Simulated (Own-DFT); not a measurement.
Simulation results for GaN (wurtzite, atoms displaced), Si₃N₄ (beta silicon nitride, strained, atoms displaced)

A calculation, not a measurement: plane-wave PBE density functional theory by an unreviewed code, no spin, of a simulated periodic cell, stress positive in tension, free energy of the whole cell less one offset for each atom, forces on such cells passed a denser k mesh, this cell's mesh not checked; offsets are fitted by least squares, one for each functional and potential file, so energies compare only between cells with the same atoms and settings and are not formation energies; the far tail of each file's local potential was reset to the Coulomb form; each entry is a single point on an unrelaxed cell, so the pressure reflects the starting lattice, mostly measured values (interpolated for alloys), from which strain is counted, and rises with the displacements; printed positions are rounded, which can move forces by about a meV/angstrom; the program, named Own-DFT, is a retired in-house code; no spin-orbit coupling; before rounding, a Quantum ESPRESSO 7.3.1 run of the same cell and cutoff gave forces within 1 meV/angstrom rms on each cell, which checks the program and not the settings. Program: Own-DFT development build.

Common to all runs: functional PBE; potential files PseudoDojo norm-conserving, scalar-relativistic, standard set; wave cutoff 42 hartree; occupations Fermi-Dirac; smearing width 0.1 eV.

(1) GaN (wurtzite, atoms displaced)

```
GaN
1.0
     12.7560     0.0000     0.0000
     -4.7835     8.2853     0.0000
      0.0000     0.0000    10.3700
Ga N Ga N Ga N Ga N Ga N Ga N Ga N Ga N Ga N Ga N Ga N Ga N Ga N Ga N Ga N Ga N Ga N Ga N Ga N Ga N Ga N Ga N Ga N Ga N
2 2 2 2 2 2 2 2 2 2 2 2 2 2 2 2 2 2 2 2 2 2 2 2 2 2 2 2 2 2 2 2 2 2 2 2 2 2 2 2 2 2 2 2 2 2 2 2
Direct
  0.09055 0.22766 0.00865
  0.16511 0.11246 0.24395
  0.08514 0.22251 0.18485
  0.16343 0.12189 0.44449
  0.08511 0.21611 0.49379
  0.16656 0.11150 0.73818
  0.08369 0.22655 0.68979
  0.17093 0.11698 0.94217
  0.08270 0.56169 0.00441
  0.16527 0.44470 0.25141
  0.08610 0.55139 0.18958
  0.16772 0.44596 0.42998
  0.08827 0.56382 0.49560
  0.17061 0.46024 0.75230
  0.08656 0.55690 0.68701
  0.16526 0.44542 0.94712
  0.07616 0.88219 0.99972
  0.16176 0.76714 0.25185
  0.08428 0.88239 0.18699
  0.16076 0.77848 0.44244
  0.08636 0.90323 0.50115
  0.17195 0.77793 0.75108
  0.08300 0.89506 0.69082
  0.15887 0.77053 0.94804
  0.34082 0.22801 0.99430
  0.41624 0.11195 0.25712
  0.34609 0.22761 0.18170
  0.42102 0.10960 0.43932
  0.33405 0.22243 0.49829
  0.41420 0.10289 0.75092
  0.33696 0.22949 0.69245
  0.41303 0.11081 0.93897
  0.33100 0.55714 0.99378
  0.42021 0.44861 0.25057
  0.33166 0.55675 0.19500
  0.41568 0.43953 0.43238
  0.32131 0.54752 0.49092
  0.41723 0.44585 0.75631
  0.33400 0.55386 0.68508
  0.41963 0.44778 0.94622
  0.33333 0.89620 0.00161
  0.40685 0.76621 0.24580
  0.32795 0.89562 0.17959
  0.41907 0.78333 0.43922
  0.32656 0.89029 0.49742
  0.41723 0.77839 0.74647
  0.32917 0.88598 0.68782
  0.42041 0.77138 0.93362
  0.59015 0.22659 0.00311
  0.66595 0.10697 0.24468
  0.57792 0.21252 0.18703
  0.66704 0.11003 0.43612
  0.57779 0.21625 0.49862
  0.66877 0.11424 0.75531
  0.58613 0.21854 0.69728
  0.66876 0.11243 0.93787
  0.58167 0.54897 0.00486
  0.66606 0.44129 0.24953
  0.59293 0.56003 0.18798
  0.66565 0.43907 0.43982
  0.58839 0.56012 0.51173
  0.66780 0.44807 0.74410
  0.58991 0.55897 0.69435
  0.66862 0.45144 0.94452
  0.59166 0.89638 0.00411
  0.67466 0.78613 0.25239
  0.58733 0.89239 0.19226
  0.66013 0.77259 0.44276
  0.57973 0.88461 0.50335
  0.66387 0.78268 0.74604
  0.58105 0.88192 0.68572
  0.66616 0.78123 0.93678
  0.83429 0.21364 0.00077
  0.90708 0.09686 0.25493
  0.82462 0.21436 0.19095
  0.91246 0.10336 0.43212
  0.83819 0.21238 0.50294
  0.91337 0.10593 0.75386
  0.83814 0.22489 0.69420
  0.92046 0.10865 0.93120
  0.83402 0.55991 0.99186
  0.92184 0.44444 0.24466
  0.83429 0.55707 0.19459
  0.92071 0.45185 0.43674
  0.82857 0.54965 0.50041
  0.91179 0.43195 0.75623
  0.84069 0.56154 0.68846
  0.91723 0.44579 0.94030
  0.83663 0.89293 0.99171
  0.91111 0.77721 0.25417
  0.83545 0.88760 0.18978
  0.91445 0.77490 0.43860
  0.83519 0.88655 0.50325
  0.91731 0.78647 0.75265
  0.83050 0.88480 0.68982
  0.91509 0.77910 0.94888
```

Settings of this run: k mesh 3 x 4 x 3 centred on Gamma.

It finds free energy of cell above offsets 24.375 eV; pressure 7.53 GPa; stress xx -7.55 GPa; stress yy -7.82 GPa; stress zz -7.23 GPa; stress yz -0.05 GPa; stress xz -0.28 GPa; stress xy 1.06 GPa.

Force:
```
element  x (eV/Å)  y (eV/Å)  z (eV/Å)
     Ga    -0.207    -0.658    -2.409
     Ga     1.536    -0.415    -0.133
      N     -1.14    -0.195     2.158
      N     4.091    -2.077    -2.318
     Ga    -4.101     2.625     2.165
     Ga    -0.246     1.411     2.254
      N    -0.336     0.079    -0.752
      N    -0.093    -0.844    -0.771
     Ga      0.51    -1.609    -0.202
     Ga     0.759    -0.815    -1.197
      N    -0.662      0.15     -0.15
      N    -1.767     -1.09     1.126
     Ga    -0.786    -1.644     0.993
     Ga     0.768    -2.039     0.369
      N    -1.138     0.353    -0.082
      N    -0.386     0.397    -1.101
     Ga     1.214     1.922     0.419
     Ga    -0.069     1.499    -0.304
      N    -1.073      0.54      0.95
      N     0.364      1.28    -0.826
     Ga     -0.55    -1.853     0.025
     Ga    -2.067    -0.591     0.816
      N     0.715    -1.095    -0.344
      N     0.864     1.721    -1.935
     Ga    -1.259    -0.763     0.791
     Ga     0.172    -0.393    -1.601
      N    -1.851     0.006     1.152
      N    -2.167    -0.409     0.356
     Ga     0.211     0.685       0.5
     Ga    -0.068     1.242     0.285
      N     0.558    -0.949    -0.924
      N     1.818     0.126    -0.795
     Ga     0.571    -0.102      1.36
     Ga     0.564    -0.086    -0.826
      N     0.435    -1.375    -1.591
      N     0.003     0.677     1.551
     Ga     2.921     1.486     1.154
     Ga     0.108     0.465    -0.323
      N    -0.028     0.226    -0.061
      N     -0.52     0.219    -1.073
     Ga     0.327    -1.126    -1.067
     Ga     0.487         3     0.693
      N     0.941    -1.112     2.521
      N    -1.528    -1.065    -0.425
     Ga     1.378    -0.591     0.171
     Ga     0.043    -0.476     0.154
      N     0.914     0.456    -0.443
      N    -0.915     1.672     0.543
     Ga    -1.074     -0.21    -0.513
     Ga    -1.366     0.357     1.666
      N     0.466     0.875     0.464
      N     0.286    -0.039     0.696
     Ga     2.288     0.682     0.976
     Ga     0.448    -0.879    -0.982
      N    -1.124     0.409    -1.229
      N     0.085     0.212       0.5
     Ga    -0.052     1.801    -0.218
     Ga      0.49    -0.311     0.151
      N    -1.239     0.255     0.698
      N    -0.821     0.136     0.279
     Ga    -0.697    -1.147    -1.803
     Ga     1.299    -0.572      1.36
      N    -1.493    -0.119    -0.045
      N     0.392    -1.126    -1.412
     Ga    -0.852    -1.253    -0.137
     Ga    -1.063    -1.367     0.188
      N    -0.577    -1.569    -0.615
      N     1.237     0.703    -0.262
     Ga     0.079     0.907    -1.101
     Ga     0.917    -0.713     1.362
      N    -0.711     1.645     0.519
      N     0.756    -0.364     0.024
     Ga     0.013     0.889      0.19
     Ga     0.358     1.822     -1.78
      N     2.296     1.016    -0.926
      N     1.167     0.164     1.694
     Ga    -2.055      1.67    -0.325
     Ga     1.102     0.769    -1.438
      N    -0.534    -1.706    -1.041
      N    -0.107     0.774     2.113
     Ga     0.169    -0.809     1.879
     Ga     -1.51    -0.447     0.978
      N     0.386    -0.477    -1.152
      N     0.481    -1.272     0.152
     Ga      1.14     0.329     -0.12
     Ga     0.446     2.623    -0.707
      N    -0.517    -0.488     0.628
      N    -0.001    -0.704      0.51
     Ga    -1.207    -0.545     1.295
     Ga     1.718    -0.446    -0.478
      N    -0.376     0.206    -1.196
      N     0.251     0.546       0.7
     Ga    -0.766    -0.603    -0.312
     Ga     0.828    -1.128     0.172
      N     -0.25     0.695    -0.176
      N    -0.021    -0.059     -2.08
```

(2) Si₃N₄ (beta silicon nitride, strained, atoms displaced)

```
Si3N4
1.0
      7.6526     0.0964    -0.0117
     -3.7428     6.4935    -0.1126
     -0.0134    -0.1569     8.6913
Si N Si N Si N
6 8 6 8 6 8
Direct
  0.17912 0.76170 0.08537
  0.23624 0.40821 0.07901
  0.59201 0.82825 0.08465
  0.82674 0.23027 0.24903
  0.76908 0.58609 0.26097
  0.40302 0.17269 0.25041
  0.32885 0.03402 0.07577
  0.95656 0.29328 0.07932
  0.70198 0.66754 0.08768
  0.66752 0.96167 0.25026
  0.03595 0.69687 0.24256
  0.32022 0.34212 0.24219
  0.33951 0.65994 0.08435
  0.66739 0.33110 0.24300
  0.19122 0.77534 0.41686
  0.23314 0.39934 0.40713
  0.59127 0.82718 0.41793
  0.82182 0.22966 0.58212
  0.77369 0.59058 0.57964
  0.40697 0.16603 0.57456
  0.34830 0.04011 0.41115
  0.96502 0.28821 0.41868
  0.69087 0.65596 0.41926
  0.65915 0.96196 0.58064
  0.02974 0.71739 0.57695
  0.30665 0.34174 0.58481
  0.33086 0.67072 0.41616
  0.65911 0.32272 0.58450
  0.17209 0.77927 0.75308
  0.23305 0.40816 0.75476
  0.58553 0.82438 0.74719
  0.81942 0.20902 0.90995
  0.76590 0.59932 0.92686
  0.40504 0.16950 0.90934
  0.32883 0.02838 0.75077
  0.97520 0.31181 0.75984
  0.70074 0.66871 0.74843
  0.66867 0.97805 0.90849
  0.01242 0.69284 0.91801
  0.31728 0.34565 0.91234
  0.33905 0.67073 0.74692
  0.66339 0.32995 0.91832
```

It was run with k mesh 3 x 3 x 3 centred on Gamma.

The calculation gives: free energy of cell above offsets -3.321 eV; pressure 8.99 GPa; stress xx -3.33 GPa; stress yy -13.35 GPa; stress zz -10.31 GPa; stress yz -6.77 GPa; stress xz 0.83 GPa; stress xy 2.15 GPa.

Force:
```
element  x (eV/Å)  y (eV/Å)  z (eV/Å)
     Si    -1.646     0.705    -2.165
     Si    -0.953    -2.517    -0.357
     Si     1.602    -1.199    -1.848
     Si    -0.521    -0.543    -0.553
     Si      0.44     1.512    -3.325
     Si     2.434     0.875    -2.733
      N     0.149    -1.884     1.029
      N     3.398     0.809     1.029
      N    -1.862     1.442     2.271
      N     -0.24     1.742     1.262
      N    -0.586     0.001     2.874
      N    -2.007    -0.036     0.757
      N    -1.587     2.319    -0.224
      N    -0.118    -1.371     0.974
     Si    -4.647    -0.263    -0.928
     Si    -1.003     0.942     2.658
     Si     0.731    -2.145     -1.71
     Si     1.178    -0.267     1.434
     Si    -1.538     0.001     1.977
     Si    -1.507     3.022     4.218
      N    -0.706    -2.953     -1.21
      N     1.309     0.771    -0.606
      N    -0.985     1.172     0.112
      N     0.275     2.288     1.671
      N     1.754     0.169     0.096
      N     0.892    -1.804    -1.601
      N     3.266    -1.952    -0.222
      N     1.029     1.351    -0.364
     Si    -0.372     -3.58     0.107
     Si    -0.343     0.544     -1.37
     Si      2.25    -1.049    -0.681
     Si    -1.407     8.265      1.13
     Si     -0.01    -2.757    -3.452
     Si     1.217     3.196     2.514
      N    -0.037     0.511    -3.208
      N     -0.02    -1.053    -2.578
      N     -0.38     0.558     0.451
      N    -0.841    -7.315     2.032
      N     4.337     2.338    -0.354
      N    -0.269    -1.165     0.854
      N    -3.154    -0.211     0.524
      N     0.477     -0.47    -0.486
```
